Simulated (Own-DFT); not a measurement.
Hf₃₆O₇₁ (tetragonal hafnia with one neutral oxygen vacancy, atoms displaced) (calculated)

All values are calculated (Own-DFT development build). A calculation, not a measurement: plane-wave PBE and HSE06 DFT by an unreviewed code, no spin, of a simulated cell at Gamma alone, so results move with cell size and shape, stress positive in tension, energies less offsets, not probed for a lower state with spin; hafnium file: forces about 75 meV/angstrom off all-electron values; oxygen file: force components 24 meV/angstrom off all-electron in a glass; k mesh not checked against a denser one; forces and stress are PBE's, HSE06 gives the energy alone, and its difference from PBE has offsets of its own; offsets are fitted by least squares, one for each functional and potential file, so energies compare only between cells with the same atoms and settings and are not formation energies; the far tail of each file's local potential was reset to the Coulomb form; each entry is a single point on an unrelaxed cell, so the pressure reflects the starting lattice, taken from the Materials Project, from which strain is counted, and rises with the displacements; printed positions are rounded, which can move forces by about a meV/angstrom; the program is a retired in-house code; no spin-orbit coupling.

Common to all runs: first functional PBE; second functional HSE06; exact exchange share 0.25; screening 0.11 1/bohr; exchange divergence Gygi-Baldereschi; potential files PseudoDojo norm-conserving, scalar-relativistic, made for PBE, standard set; wave cutoff 48 hartree; occupations fixed; k mesh 1 x 1 x 1 centred on Gamma.

(1) Hf₃₆O₇₁ (tetragonal hafnia with one neutral oxygen vacancy, atoms displaced)

```
Hf36O71
1.0
     10.7800     0.0000     0.0000
      0.0000    10.7800     0.0000
      0.0000     0.0000    10.4493
Hf O Hf O Hf O Hf O Hf O Hf O Hf O Hf O Hf O Hf O Hf O Hf O Hf O Hf O Hf O Hf O Hf O Hf O
2 4 2 4 2 3 2 4 2 4 2 4 2 4 2 4 2 4 2 4 2 4 2 4 2 4 2 4 2 4 2 4 2 4 2 4
Direct
  0.98552 0.99526 0.00430
  0.14901 0.16963 0.26296
  0.99868 0.15467 0.14764
  0.16055 0.00162 0.37225
  0.99150 0.16311 0.38891
  0.16651 0.98561 0.10287
  0.99673 0.00209 0.49465
  0.16724 0.15321 0.76288
  0.99830 0.16968 0.65191
  0.16294 0.00610 0.84363
  0.01611 0.15173 0.88701
  0.15760 0.98977 0.59570
  0.00136 0.32469 0.01103
  0.17124 0.51294 0.25234
  0.98904 0.49144 0.16331
  0.16983 0.32732 0.33730
  0.00825 0.50477 0.40525
  0.00353 0.32095 0.49760
  0.15637 0.50011 0.76088
  0.99583 0.49851 0.66100
  0.15895 0.33191 0.85660
  0.99653 0.50511 0.90964
  0.15789 0.33646 0.59110
  0.99404 0.66258 0.99235
  0.17965 0.85086 0.24895
  0.98519 0.82972 0.15686
  0.17087 0.67340 0.35034
  0.99064 0.83808 0.40610
  0.16977 0.66281 0.09292
  0.00423 0.69047 0.49764
  0.16702 0.83508 0.74075
  0.00508 0.83574 0.64785
  0.17260 0.67898 0.85528
  0.98442 0.83343 0.90286
  0.15849 0.66452 0.60194
  0.33071 0.00699 0.00421
  0.50617 0.18618 0.25696
  0.32600 0.16902 0.14812
  0.50865 0.99654 0.35920
  0.33927 0.17011 0.40230
  0.48924 0.99617 0.10944
  0.33677 0.00449 0.49431
  0.50161 0.15499 0.75331
  0.32916 0.16394 0.66074
  0.50622 0.99680 0.84202
  0.33494 0.15920 0.88816
  0.50604 0.00953 0.59852
  0.33416 0.33149 0.01008
  0.49296 0.49214 0.26320
  0.31802 0.50954 0.15579
  0.50820 0.34009 0.34225
  0.32649 0.50523 0.40604
  0.50684 0.33722 0.10320
  0.32946 0.33668 0.50284
  0.49807 0.48929 0.74978
  0.33793 0.50732 0.64632
  0.48412 0.32608 0.85167
  0.33594 0.49704 0.89013
  0.49386 0.32565 0.60049
  0.33334 0.66231 0.99820
  0.51182 0.84222 0.24938
  0.32896 0.82588 0.14532
  0.50288 0.65385 0.35378
  0.32467 0.82919 0.40545
  0.50248 0.67256 0.09527
  0.34513 0.66522 0.50394
  0.49398 0.82788 0.74906
  0.34714 0.84569 0.65425
  0.49516 0.65874 0.84842
  0.33071 0.81808 0.91152
  0.50013 0.66711 0.59138
  0.66038 0.00599 0.00267
  0.82889 0.17049 0.24827
  0.65878 0.17184 0.15267
  0.82974 0.99647 0.35453
  0.65466 0.15545 0.41347
  0.82743 0.99337 0.09057
  0.66648 0.01241 0.49666
  0.83335 0.17596 0.75097
  0.66277 0.16551 0.65006
  0.83270 0.99556 0.83850
  0.66259 0.15828 0.90640
  0.83415 0.00202 0.57952
  0.67168 0.33380 0.01298
  0.83141 0.50526 0.24825
  0.66355 0.51584 0.14898
  0.83294 0.32883 0.34745
  0.66765 0.50570 0.38924
  0.82679 0.33577 0.10320
  0.66324 0.33009 0.49381
  0.83048 0.49696 0.76475
  0.66716 0.50223 0.65377
  0.82765 0.31391 0.85018
  0.65586 0.49748 0.88901
  0.83789 0.34489 0.60456
  0.66138 0.66052 0.99631
  0.83293 0.83441 0.25586
  0.66640 0.83198 0.15689
  0.82750 0.66987 0.35489
  0.68637 0.83899 0.40295
  0.84222 0.66952 0.10475
  0.66893 0.66780 0.50060
  0.84082 0.83102 0.74750
  0.67083 0.83913 0.65078
  0.84519 0.67678 0.84182
  0.66918 0.83992 0.89808
  0.83585 0.67119 0.59845
```

```
PBE energy of cell above offsets : -87.409 eV
HSE06 less PBE above offsets     : 0.547 eV
PBE pressure                     : 5.07 GPa
PBE stress xx                    : -4.12 GPa
PBE stress yy                    : -6.64 GPa
PBE stress zz                    : -4.46 GPa
PBE stress yz                    : 0.64 GPa
PBE stress xz                    : 0.14 GPa
PBE stress xy                    : 0.22 GPa
```

Force:
```
element  x (eV/Å)  y (eV/Å)  z (eV/Å)
     Hf     1.699    -1.252    -1.775
     Hf     2.221    -1.791    -1.824
      O    -1.486     1.399    -0.491
      O     1.125     0.838    -2.872
      O     0.298      0.75    -0.096
      O    -0.541     0.972    -0.308
     Hf    -0.403    -0.241     1.727
     Hf    -0.193     4.307    -3.453
      O     0.205      0.19    -1.116
      O     1.191    -6.235     2.367
      O    -2.668     1.802     3.426
      O     1.978     0.603     0.915
     Hf     1.991     0.228    -1.304
     Hf    -4.557      0.99     1.723
      O     2.849    -0.996    -1.743
      O     0.082     1.704     0.797
      O    -0.375    -0.908     0.556
     Hf    -1.759     3.361     0.891
     Hf      0.69     0.952    -1.364
      O     0.071     -0.15     1.613
      O    -0.063     0.289     0.707
      O    -0.267    -3.499    -0.673
      O     2.435      0.19     0.234
     Hf     1.296     3.565     2.438
     Hf    -1.373    -2.757     0.142
      O     3.454     1.201    -0.368
      O    -0.615      0.67    -0.737
      O     0.155     1.725        -2
      O    -2.334    -0.447     0.664
     Hf    -0.764     -5.14      1.03
     Hf     0.748    -0.176     0.581
      O    -0.719    -0.135     0.189
      O    -1.389    -1.986     -1.36
      O     1.425     0.512     0.149
      O     2.149     0.772       0.5
     Hf    -0.417    -1.866      -0.4
     Hf     -2.89    -5.194    -1.345
      O     0.556     0.932     0.369
      O     -1.19      0.67     -1.32
      O     0.468     0.572    -0.415
      O     1.174     0.414    -0.599
     Hf     0.121    -0.843     2.137
     Hf    -0.966     1.183    -1.257
      O      0.24    -0.084    -1.824
      O    -0.841    -1.083     1.747
      O    -0.329     0.522       2.8
      O    -1.688     0.047    -0.105
     Hf    -0.706    -0.229     -2.53
     Hf     0.719     6.312    -3.476
      O     4.479    -2.345    -1.401
      O     0.202      -1.8     3.809
      O     0.557    -2.161    -1.174
      O    -1.571      0.06     0.729
     Hf    -1.347    -0.121     1.844
     Hf    -0.522     0.157     0.366
      O    -1.148    -0.723     0.215
      O     0.918     0.109     0.224
      O    -0.734    -0.716       1.9
      O     0.924     0.763    -1.422
     Hf     0.076    -0.458     0.326
     Hf    -1.549    -1.677     0.106
      O     1.546     0.583     1.693
      O    -0.558      2.13     -0.35
      O       0.8     1.713    -0.286
      O    -0.278    -0.266     0.052
     Hf    -2.905     0.318    -0.484
     Hf     4.267    -0.304     1.526
      O    -3.498    -0.269    -1.215
      O     0.806     0.525    -0.652
      O     0.834     4.533    -1.709
      O     1.442     0.549     1.572
     Hf    -0.509    -3.547    -1.151
     Hf     1.013    -1.852     0.822
      O     1.344    -0.282     0.317
      O     0.268     3.098     -2.75
      O    -0.147     8.206    -5.094
      O    -1.283     1.372     1.243
     Hf     0.721    -8.047     4.417
     Hf      0.33    -5.446    -3.438
      O     1.664     1.132     0.327
      O     0.286     2.313      0.57
      O    -0.046     2.465     0.091
      O     0.197     0.344     1.878
     Hf    -1.835     0.202    -3.003
     Hf    -0.659     1.877     1.945
      O    -0.007    -1.417    -0.512
      O    -1.039    -0.222     0.172
      O    -0.212    -2.407     1.417
      O     1.371    -0.842     0.239
     Hf     1.594     1.807     2.851
     Hf     0.665     0.484    -3.278
      O    -0.149     -0.38    -0.652
      O     0.016     5.218     3.401
      O     1.743    -0.842     1.985
      O    -1.359     -1.16    -1.126
     Hf    -0.274     1.928     0.424
     Hf    -0.936    -1.002     0.361
      O     0.383     0.303    -0.729
      O     0.561    -1.007    -0.835
      O    -2.366    -1.059     0.282
      O    -1.972    -1.229    -1.049
     Hf     1.719     1.263     0.094
     Hf    -1.941     1.504     -1.34
      O    -1.235    -0.872     0.452
      O    -1.033    -3.792     1.463
      O    -0.374    -1.312     1.662
      O    -0.038    -0.056    -0.071
```

(2) Hf₃₆O₇₁ (tetragonal hafnia with one neutral oxygen vacancy, atoms displaced)

```
Hf36O71
1.0
     10.7800     0.0000     0.0000
      0.0000    10.7800     0.0000
      0.0000     0.0000    10.4493
Hf O Hf O Hf O Hf O Hf O Hf O Hf O Hf O Hf O Hf O Hf O Hf O Hf O Hf O Hf O Hf O Hf O Hf O
2 4 2 4 2 4 2 4 2 4 2 4 2 4 2 4 2 4 2 4 2 4 2 4 2 4 2 4 2 4 2 3 2 4 2 4
Direct
  0.00228 0.00010 0.99902
  0.16526 0.16568 0.25189
  0.00019 0.16310 0.15418
  0.16092 0.99919 0.35321
  0.00340 0.17297 0.39786
  0.16454 0.99830 0.10099
  0.00250 0.99730 0.50181
  0.17129 0.16816 0.74741
  0.99996 0.16937 0.65692
  0.16343 0.99838 0.84644
  0.99865 0.16792 0.90421
  0.16553 0.00355 0.59820
  0.99914 0.33458 0.99850
  0.17126 0.50090 0.24661
  0.99735 0.50357 0.15550
  0.16316 0.32996 0.34934
  0.01237 0.49740 0.40208
  0.16429 0.33701 0.09306
  0.00339 0.33523 0.50004
  0.16520 0.49998 0.74945
  0.99898 0.49468 0.65662
  0.16762 0.33353 0.84818
  0.00257 0.49734 0.90048
  0.16726 0.33224 0.60505
  0.99281 0.66547 0.99841
  0.16245 0.83185 0.24748
  0.99667 0.83621 0.15025
  0.16157 0.66910 0.34739
  0.99944 0.83622 0.40405
  0.16312 0.66766 0.09803
  0.00109 0.66325 0.49787
  0.16445 0.83274 0.75086
  0.99864 0.83191 0.65811
  0.17006 0.66773 0.84608
  0.99860 0.83242 0.90312
  0.17055 0.66486 0.59439
  0.33212 0.99797 0.99397
  0.50160 0.16622 0.24991
  0.32848 0.16908 0.15289
  0.49905 0.99740 0.34733
  0.32917 0.16741 0.40497
  0.50123 0.00305 0.09541
  0.33531 0.00065 0.50033
  0.49927 0.16826 0.74900
  0.32987 0.16522 0.65126
  0.50184 0.00596 0.85079
  0.33580 0.16964 0.90115
  0.50210 0.00015 0.60086
  0.33468 0.33318 0.00041
  0.49248 0.50147 0.24831
  0.33463 0.50108 0.15116
  0.50058 0.33039 0.35042
  0.33606 0.49553 0.40363
  0.49581 0.33019 0.09633
  0.33299 0.33313 0.49739
  0.49972 0.49777 0.75228
  0.33464 0.49484 0.65345
  0.49692 0.32903 0.84876
  0.33407 0.50190 0.90268
  0.50350 0.33344 0.59904
  0.33369 0.66759 0.99811
  0.49830 0.83344 0.24783
  0.33136 0.83427 0.15131
  0.49957 0.66404 0.34358
  0.33117 0.83531 0.40335
  0.49616 0.66446 0.09548
  0.33311 0.66744 0.50178
  0.50090 0.83517 0.75525
  0.33376 0.83566 0.65313
  0.49830 0.66736 0.84845
  0.33426 0.83817 0.90071
  0.49969 0.66309 0.60069
  0.67007 0.99813 0.99867
  0.83134 0.16330 0.25129
  0.67319 0.16311 0.15519
  0.83117 0.00050 0.34321
  0.66365 0.16985 0.40134
  0.83234 0.00062 0.09649
  0.66488 0.99950 0.50068
  0.83707 0.16342 0.74854
  0.66763 0.16375 0.65506
  0.83651 0.99796 0.84906
  0.66538 0.16705 0.90076
  0.83291 0.00258 0.59567
  0.67056 0.33759 0.00294
  0.83352 0.49888 0.24812
  0.67263 0.50426 0.15444
  0.83129 0.32979 0.34550
  0.66696 0.49816 0.40395
  0.83260 0.33514 0.09725
  0.66647 0.33083 0.49788
  0.83591 0.49786 0.75228
  0.82812 0.33620 0.84170
  0.67172 0.49600 0.90599
  0.83397 0.33591 0.59363
  0.66647 0.66665 0.00025
  0.83125 0.83414 0.24409
  0.66532 0.83237 0.15248
  0.83401 0.66723 0.35343
  0.66481 0.83212 0.39780
  0.83158 0.66647 0.09893
  0.66904 0.66609 0.49941
  0.83702 0.83556 0.74853
  0.66488 0.83739 0.64955
  0.83176 0.66876 0.84336
  0.66851 0.83824 0.90224
  0.83026 0.66582 0.59492
```

```
PBE energy of cell above offsets : -101.090 eV
HSE06 less PBE above offsets     : -0.163 eV
PBE pressure                     : 1.06 GPa
PBE stress xx                    : -1.04 GPa
PBE stress yy                    : -0.35 GPa
PBE stress zz                    : -1.8 GPa
PBE stress yz                    : -0.22 GPa
PBE stress xz                    : -0.17 GPa
PBE stress xy                    : -0.04 GPa
```

Force:
```
element  x (eV/Å)  y (eV/Å)  z (eV/Å)
     Hf    -0.342     0.489     0.464
     Hf    -0.554    -0.465      0.17
      O    -0.171     0.194    -0.412
      O     0.308    -0.128    -0.638
      O    -0.364    -1.255     1.206
      O     0.571    -0.143    -0.589
     Hf     0.075     1.304      -0.9
     Hf    -0.876     0.325     0.545
      O     0.366    -0.175    -0.515
      O     0.184      0.27      0.32
      O    -0.176     0.072      0.03
      O     0.148    -0.391     0.167
     Hf     0.333    -0.745     0.229
     Hf    -1.632    -0.383     0.622
      O     0.649    -0.014    -0.472
      O     0.873     1.091    -0.405
      O    -0.604      0.59     0.292
      O     0.131     0.333     0.634
     Hf    -0.201    -0.774      0.02
     Hf     0.748    -0.674      0.22
      O     0.431     0.723    -0.695
      O    -0.026     0.064    -0.107
      O    -0.277     0.921     0.296
      O     0.125     0.084    -0.856
     Hf     0.948         0     0.176
     Hf     0.196     0.839     0.287
      O     0.137    -0.358     0.049
      O     0.476    -0.537    -0.219
      O    -0.058    -0.886     0.169
      O     0.258     -0.12    -0.317
     Hf    -0.459     0.271    -0.404
     Hf     0.722     0.174    -0.078
      O     0.667    -0.009     -1.03
      O     -0.15     0.056    -0.006
      O     0.127    -0.352     -0.03
      O    -0.917     0.017     0.448
     Hf     0.285     1.343     1.289
     Hf    -0.083    -0.141    -0.492
      O     0.724     0.001     0.145
      O    -0.152     0.552     0.092
      O     0.372    -0.465    -0.277
      O    -0.402    -0.242     0.186
     Hf    -0.304    -0.114     0.192
     Hf     0.658    -0.037     0.176
      O     1.147    -0.038    -0.234
      O    -0.407    -1.106    -0.399
      O    -0.594     -0.81     -0.02
      O    -0.662     0.164    -0.401
     Hf    -0.639    -0.384    -0.636
     Hf      1.82    -0.649      0.82
      O    -0.551     0.082    -0.275
      O     -0.36     0.536    -0.668
      O    -0.326     1.133    -0.756
      O     1.374     0.337     0.584
     Hf     0.122    -0.302     1.037
     Hf     0.313    -0.154    -0.669
      O    -0.238     0.221     0.031
      O     0.068      1.24    -0.059
      O     0.039    -0.113     0.278
      O    -0.491     0.207    -0.006
     Hf    -0.753     0.116    -0.246
     Hf     0.002     0.098     0.364
      O     0.118    -0.159    -0.036
      O    -0.389     0.425     0.112
      O     0.184    -0.612    -0.033
      O     0.788         0     0.068
     Hf     0.891     0.156    -0.124
     Hf     0.213     0.396    -0.832
      O    -0.072    -0.148     0.145
      O     0.321     -0.01     0.267
      O       0.1    -1.056    -0.147
      O     0.084    -0.177    -0.396
     Hf    -0.634     1.627     0.055
     Hf     1.226      0.47     0.063
      O    -1.659     0.383    -0.357
      O     0.004    -0.574      0.54
      O    -0.097    -1.388     0.048
      O     0.464     -0.45    -0.083
     Hf     0.165     -0.17    -0.135
     Hf    -0.956     0.492     0.367
      O     0.126     0.022    -0.443
      O     0.049     0.272     -0.31
      O     0.437     0.214     0.739
      O     0.369    -0.205     0.123
     Hf    -0.651    -1.749    -0.471
     Hf    -0.059     -0.29      1.36
      O    -1.776    -0.167     -0.39
      O     0.133     0.962    -0.108
      O    -0.035     0.297     0.554
      O     0.534     0.158    -0.164
     Hf     0.419     0.636     0.427
     Hf     -1.42     0.197    -1.076
      O     0.431    -0.977     0.702
      O    -0.517     1.392    -0.346
      O    -0.236      0.25     0.124
     Hf    -0.333      0.06    -0.237
     Hf    -0.048     0.061     1.272
      O    -0.229    -0.253    -0.587
      O      0.38    -0.271    -0.946
      O    -0.053     0.294     0.368
      O     0.001     0.292      -0.3
     Hf     -0.49    -0.094    -0.095
     Hf    -1.515    -0.081     0.096
      O     0.352    -0.131     0.411
      O     0.163    -0.303     0.765
      O    -0.317    -1.397    -0.141
      O     0.913    -0.282     0.422
```
